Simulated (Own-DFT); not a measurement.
# What a defect does to the pressure of its cell: grey tin

Source: density functional calculations with Own-DFT, an unreviewed in-house program that is no longer used. Nothing was measured or relaxed, and spin and spin-orbit coupling are left out.

All runs used: PBE; PseudoDojo norm-conserving scalar-relativistic files; cutoff 42 hartree; 3 x 3 x 3 k mesh centred on Gamma; cold (Marzari-Vanderbilt) smearing of 0.2 eV.

Known weak points (not all hold for every row): not probed for a lower state with spin; forces on such cells moved up to 12 meV/angstrom on a denser k mesh; stress not checked against mesh or cutoff.

All runs share one cell, with vectors in Å (12.978, 0.000, 0.000); (0.000, 12.978, 0.000); (0.000, 0.000, 12.978) and a volume of 2185.9 Å³. The atoms are randomly displaced, by u rms on each axis. The defect's site can differ from row to row.

```
            cell  formula   u (Å)  P (GPa)
       no defect     Sn64  0.0207     3.39
       no defect     Sn64  0.0216     3.39
       no defect     Sn64  0.0475     3.55
two Sn vacancies     Sn62  0.0260     3.08
two Sn vacancies     Sn62  0.0291     3.14
two Sn vacancies     Sn62  0.0496        ?
two Sn vacancies     Sn62  0.0539     3.44
  one Sn vacancy     Sn63  0.0303     3.19
  one Sn vacancy     Sn63  0.0519     3.41
  one Sn vacancy     Sn63  0.0525     3.42
```

## Working it out

P = P0 + c u² + a shift for each defect gives P0 = 3.31 GPa, c = 127 ± 12 GPa/Å² and a scatter of 0.03 GPa. The shifts, and each times the cell's volume:

- one Sn vacancy: -0.24 ± 0.03 GPa, -3.3 eV
- two Sn vacancies: -0.28 ± 0.03 GPa, -3.8 eV (-1.9 eV for each of its 2 sites)

Positive is outwards. The product with the volume (160.2 GPa Å³ to the eV) is nearly free of the cell's size; divided by the bulk modulus at the cell's pressure it gives the volume that the defect adds. The atoms around the defects weren't relaxed, which would change these numbers.

## Check

Question: what pressure belongs in the blank (two Sn vacancies, u = 0.0496 Å)?

Estimate: 3.35 ± 0.04 GPa. The calculation gave 3.28 GPa.
